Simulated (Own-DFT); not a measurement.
Simulation results for Hf₃₆O₇₁ (tetragonal hafnia with one neutral oxygen vacancy, atoms displaced)

Computed with Own-DFT development build. A calculation, not a measurement: plane-wave PBE and HSE06 DFT by an unreviewed code, no spin, of a simulated cell at Gamma alone, so results move with cell size and shape, stress positive in tension, energies less offsets, not probed for a lower state with spin; hafnium file: forces about 75 meV/angstrom off all-electron values; oxygen file: force components 24 meV/angstrom off all-electron in a glass; k mesh not checked against a denser one; forces and stress are PBE's, HSE06 gives the energy alone, and its difference from PBE has offsets of its own; offsets are fitted by least squares, one for each functional and potential file, so energies compare only between cells with the same atoms and settings and are not formation energies; the far tail of each file's local potential was reset to the Coulomb form; each entry is a single point on an unrelaxed cell, so the pressure reflects the starting lattice, taken from the Materials Project, from which strain is counted, and rises with the displacements; printed positions are rounded, which can move forces by about a meV/angstrom; the program is a retired in-house code; no spin-orbit coupling.

```cif
# cell vector a (Å): 10.7800 0.0000 0.0000
# cell vector b (Å): 0.0000 10.7800 0.0000
# cell vector c (Å): 0.0000 0.0000 10.4493
data_Hf36O71
_symmetry_space_group_name_H-M 'P 1'
_symmetry_Int_Tables_number 1
_cell_length_a 10.7800
_cell_length_b 10.7800
_cell_length_c 10.4493
_cell_angle_alpha 90.000
_cell_angle_beta 90.000
_cell_angle_gamma 90.000
_cell_volume 1214.30
loop_
_atom_site_label
_atom_site_type_symbol
_atom_site_fract_x
_atom_site_fract_y
_atom_site_fract_z
_atom_site_occupancy
Hf1 Hf 0.99517 0.00238 0.00048 1
Hf2 Hf 0.16683 0.17258 0.25198 1
O1 O 0.00228 0.17028 0.15206 1
O2 O 0.16989 0.99908 0.34817 1
O3 O 0.99970 0.17365 0.40412 1
O4 O 0.16851 0.99685 0.10024 1
Hf3 Hf 0.99657 0.99907 0.49892 1
Hf4 Hf 0.16932 0.16942 0.75202 1
O5 O 0.99782 0.16242 0.64640 1
O6 O 0.17212 0.00058 0.85516 1
O7 O 0.00137 0.16547 0.90647 1
O8 O 0.16612 0.00430 0.59562 1
Hf5 Hf 0.00067 0.33110 0.99919 1
Hf6 Hf 0.16769 0.49905 0.24731 1
O9 O 0.99595 0.49874 0.15156 1
O10 O 0.00416 0.49928 0.40193 1
O11 O 0.16830 0.32844 0.09662 1
Hf7 Hf 0.99896 0.33965 0.49659 1
Hf8 Hf 0.16571 0.50239 0.75282 1
O12 O 0.00197 0.50303 0.65173 1
O13 O 0.17180 0.33618 0.84907 1
O14 O 0.99921 0.50189 0.89691 1
O15 O 0.16661 0.33135 0.59596 1
Hf9 Hf 0.99761 0.66741 0.00442 1
Hf10 Hf 0.16480 0.82758 0.25177 1
O16 O 0.00057 0.83608 0.15349 1
O17 O 0.16952 0.66157 0.35041 1
O18 O 0.99953 0.83283 0.40187 1
O19 O 0.16998 0.66636 0.09947 1
Hf11 Hf 0.99472 0.66402 0.49962 1
Hf12 Hf 0.16865 0.83725 0.75539 1
O20 O 0.99917 0.83733 0.65560 1
O21 O 0.16696 0.66454 0.84453 1
O22 O 0.00065 0.83382 0.89966 1
O23 O 0.16829 0.67141 0.59778 1
Hf13 Hf 0.33398 0.99605 0.99865 1
Hf14 Hf 0.50164 0.16530 0.25043 1
O24 O 0.32889 0.16676 0.15062 1
O25 O 0.50106 0.00219 0.34604 1
O26 O 0.33898 0.17016 0.40068 1
O27 O 0.50366 0.00262 0.09915 1
Hf15 Hf 0.34098 0.00509 0.50005 1
Hf16 Hf 0.50006 0.17077 0.74804 1
O28 O 0.33079 0.16909 0.65149 1
O29 O 0.50074 0.00111 0.84565 1
O30 O 0.33319 0.16642 0.90087 1
O31 O 0.50006 0.99905 0.59954 1
Hf17 Hf 0.32899 0.33367 0.99949 1
Hf18 Hf 0.50182 0.49936 0.24979 1
O32 O 0.33152 0.50163 0.15481 1
O33 O 0.49940 0.33784 0.34232 1
O34 O 0.33645 0.49575 0.39930 1
O35 O 0.50558 0.33062 0.09237 1
Hf19 Hf 0.33112 0.33488 0.50207 1
Hf20 Hf 0.50333 0.50112 0.75171 1
O36 O 0.33375 0.50216 0.64752 1
O37 O 0.50237 0.33152 0.85036 1
O38 O 0.33843 0.50014 0.90089 1
O39 O 0.50365 0.33706 0.59860 1
Hf21 Hf 0.33357 0.66477 0.99321 1
Hf22 Hf 0.50102 0.83084 0.24549 1
O40 O 0.33223 0.82973 0.15904 1
O41 O 0.50341 0.66841 0.35183 1
O42 O 0.33626 0.83805 0.40069 1
O43 O 0.49115 0.66686 0.10016 1
Hf23 Hf 0.33261 0.66350 0.49916 1
Hf24 Hf 0.49879 0.83038 0.75082 1
O44 O 0.33101 0.84041 0.65131 1
O45 O 0.49652 0.67214 0.85137 1
O46 O 0.33506 0.82987 0.90399 1
O47 O 0.50335 0.66850 0.59481 1
Hf25 Hf 0.66522 0.00467 0.00185 1
Hf26 Hf 0.82936 0.16844 0.24869 1
O48 O 0.66788 0.16648 0.15343 1
O49 O 0.83019 0.00089 0.35543 1
O50 O 0.66787 0.16923 0.40728 1
O51 O 0.83247 0.00283 0.10230 1
Hf27 Hf 0.66622 0.99945 0.49875 1
Hf28 Hf 0.83281 0.17120 0.74966 1
O52 O 0.66206 0.16994 0.65316 1
O53 O 0.83124 0.00351 0.84724 1
O54 O 0.66479 0.16510 0.90349 1
O55 O 0.83277 0.00176 0.59526 1
Hf29 Hf 0.66815 0.33102 0.00193 1
Hf30 Hf 0.83579 0.49510 0.24893 1
O56 O 0.66767 0.50147 0.15228 1
O57 O 0.83567 0.33266 0.35221 1
O58 O 0.66266 0.50291 0.40194 1
O59 O 0.83590 0.33942 0.09663 1
Hf31 Hf 0.66804 0.33261 0.50295 1
Hf32 Hf 0.83682 0.49765 0.74730 1
O60 O 0.67071 0.49907 0.65201 1
O61 O 0.83574 0.33683 0.84730 1
O62 O 0.67519 0.50220 0.90516 1
O63 O 0.83101 0.32955 0.59992 1
Hf33 Hf 0.66788 0.66242 0.99862 1
Hf34 Hf 0.83131 0.83135 0.25291 1
O64 O 0.66678 0.83247 0.15464 1
O65 O 0.83271 0.66857 0.35191 1
O66 O 0.66616 0.83110 0.39798 1
O67 O 0.83840 0.66053 0.09700 1
Hf35 Hf 0.66744 0.66771 0.49876 1
Hf36 Hf 0.83759 0.83572 0.74794 1
O68 O 0.66968 0.83432 0.65225 1
O69 O 0.83576 0.66629 0.84734 1
O70 O 0.67084 0.83744 0.90031 1
O71 O 0.83123 0.66695 0.59832 1
_calc_first_functional 'PBE'
_calc_second_functional 'HSE06'
_calc_exact_exchange_share 0.25
_calc_screening 0.11  # 1/bohr
_calc_exchange_divergence 'Gygi-Baldereschi'
_calc_potential_files 'PseudoDojo norm-conserving, scalar-relativistic, made for PBE, standard set'
_calc_wave_cutoff 48  # hartree
_calc_occupations 'fixed'
_calc_k_mesh '1 x 1 x 1 centred on Gamma'
_calc_PBE_energy_of_cell_above_offsets '-100.620'  # eV
_calc_HSE06_less_PBE_above_offsets '-0.108'  # eV
_calc_PBE_pressure 0.52  # GPa
_calc_PBE_stress_xx -0.42  # GPa
_calc_PBE_stress_yy -0.13  # GPa
_calc_PBE_stress_zz -1  # GPa
_calc_PBE_stress_yz 0.1  # GPa
_calc_PBE_stress_xz 0.78  # GPa
_calc_PBE_stress_xy 0.04  # GPa
```

Force:
| element | x (eV/Å) | y (eV/Å) | z (eV/Å) |
| --- | --- | --- | --- |
| Hf | 1.17 | -1.042 | 0.682 |
| Hf | 0.002 | -1.114 | 0.476 |
| O | -0.82 | 0.012 | 0.156 |
| O | -0.487 | 0.613 | -0.445 |
| O | 0.469 | -0.555 | -0.5 |
| O | -0.48 | 0.004 | -0.786 |
| Hf | 1.318 | 0.868 | 0.184 |
| Hf | -0.528 | -1.166 | -0.889 |
| O | 0.165 | 0.495 | 1.622 |
| O | -0.129 | 0.298 | -0.684 |
| O | -0.014 | 0.688 | -0.8 |
| O | 0.213 | -0.062 | 0.372 |
| Hf | 0.044 | 0.652 | 0.06 |
| Hf | 0.181 | -0.104 | 0.515 |
| O | 1.412 | -0.062 | -0.039 |
| O | -0.162 | 0.466 | -0.569 |
| O | -0.73 | 0.651 | 0.406 |
| Hf | 0.259 | -1.787 | 0.722 |
| Hf | 0.249 | 0.251 | -0.905 |
| O | -0.096 | -0.224 | -0.507 |
| O | -0.28 | -0.13 | 0.09 |
| O | 0.435 | -0.506 | 0.795 |
| O | -0.44 | 0.256 | -0.195 |
| Hf | 0.815 | 0.205 | -1.116 |
| Hf | 0.811 | 1.464 | 0.34 |
| O | -0.828 | -0.48 | -0.174 |
| O | -0.07 | 0.097 | -0.193 |
| O | -0.083 | -0.534 | 0.127 |
| O | -0.929 | -0.141 | -0.433 |
| Hf | 1.003 | 0.963 | 0.41 |
| Hf | -0.348 | -0.022 | -1.219 |
| O | 0.697 | -0.076 | -0.553 |
| O | 0.317 | 0.547 | 0.568 |
| O | -0.018 | 0.143 | 0.697 |
| O | -0.614 | -0.275 | -0.207 |
| Hf | -0.709 | 0.824 | 0.753 |
| Hf | -1.37 | 0.613 | -0.084 |
| O | 1.133 | 0.198 | 0.285 |
| O | 0.335 | -0.15 | 0.191 |
| O | -0.352 | 0.434 | 0.059 |
| O | -0.722 | -0.071 | -0.075 |
| Hf | -1.89 | -1.199 | -0.386 |
| Hf | -0.501 | -0.771 | 0.487 |
| O | 0.72 | 0.17 | 0.079 |
| O | -0.257 | -0.173 | 0.132 |
| O | -0.065 | 0.237 | 0.174 |
| O | 0.607 | 0.305 | -0.225 |
| Hf | 1.303 | -0.733 | 0.124 |
| Hf | -0.323 | 0.855 | 0.347 |
| O | 0.237 | -0.725 | -0.563 |
| O | 0.454 | -1.21 | 0.23 |
| O | -0.625 | 0.384 | 0.215 |
| O | -1.041 | 0.196 | 0.396 |
| Hf | 0.556 | -0.033 | -0.349 |
| Hf | -0.323 | -0.356 | -0.65 |
| O | 0.25 | -0.028 | 0.796 |
| O | 0.189 | 1.003 | -0.573 |
| O | -0.047 | -0.353 | -0.275 |
| O | -0.72 | -0.043 | 0.091 |
| Hf | -0.284 | 0.092 | 1.517 |
| Hf | -0.893 | -0.181 | 1.176 |
| O | 0.24 | 0.459 | -0.931 |
| O | -0.36 | -0.441 | -0.747 |
| O | 0.074 | -0.848 | 0.734 |
| O | 1.683 | -0.087 | -0.488 |
| Hf | 0.033 | 0.914 | -0.402 |
| Hf | 0.585 | 1.437 | -0.847 |
| O | 0.55 | -0.418 | 0.71 |
| O | 0.616 | -1.512 | -0.202 |
| O | -0.193 | 0.564 | -0.433 |
| O | -0.65 | -0.093 | 0.957 |
| Hf | 0.339 | -1.315 | -0.789 |
| Hf | 1.466 | -0.782 | 0.933 |
| O | 0.115 | 0.351 | -0.166 |
| O | 0.136 | 0.151 | -1.185 |
| O | -0.162 | -0.182 | -0.744 |
| O | -0.034 | 0.12 | -0.103 |
| Hf | 0.171 | -0.624 | 0.255 |
| Hf | 0.23 | -0.813 | -0.74 |
| O | 0.952 | -0.122 | 0.05 |
| O | 0.54 | 0.17 | 0.066 |
| O | 0.35 | 0.848 | -0.027 |
| O | -0.587 | -0.059 | 0.471 |
| Hf | -0.308 | 0.404 | -0.58 |
| Hf | -0.837 | 0.714 | 0.297 |
| O | 0.161 | 0.118 | -0.077 |
| O | -0.371 | 0.482 | -0.573 |
| O | 0.498 | -0.813 | 0.128 |
| O | -0.416 | -0.566 | 0.431 |
| Hf | -0.434 | 0.788 | -0.36 |
| Hf | -0.2 | 1.158 | 0.567 |
| O | -0.57 | 0.081 | 0.471 |
| O | 0.053 | -0.965 | 0.3 |
| O | -0.838 | -0.685 | -0.463 |
| O | 0.613 | 0.416 | 0.08 |
| Hf | 0.024 | 1.501 | 0.364 |
| Hf | 0.249 | 0.693 | 0.173 |
| O | 0.56 | -0.341 | -0.643 |
| O | 0.412 | -0.982 | -0.54 |
| O | 0.183 | 0.726 | 0.454 |
| O | -1.34 | 0.486 | 0.494 |
| Hf | -0.43 | 0.154 | -0.201 |
| Hf | -1.024 | -0.094 | 0.785 |
| O | -0.503 | 0.034 | -0.124 |
| O | -0.146 | 0.139 | -0.099 |
| O | -0.312 | -0.755 | 0.854 |
| O | 0.71 | -0.104 | 0.008 |
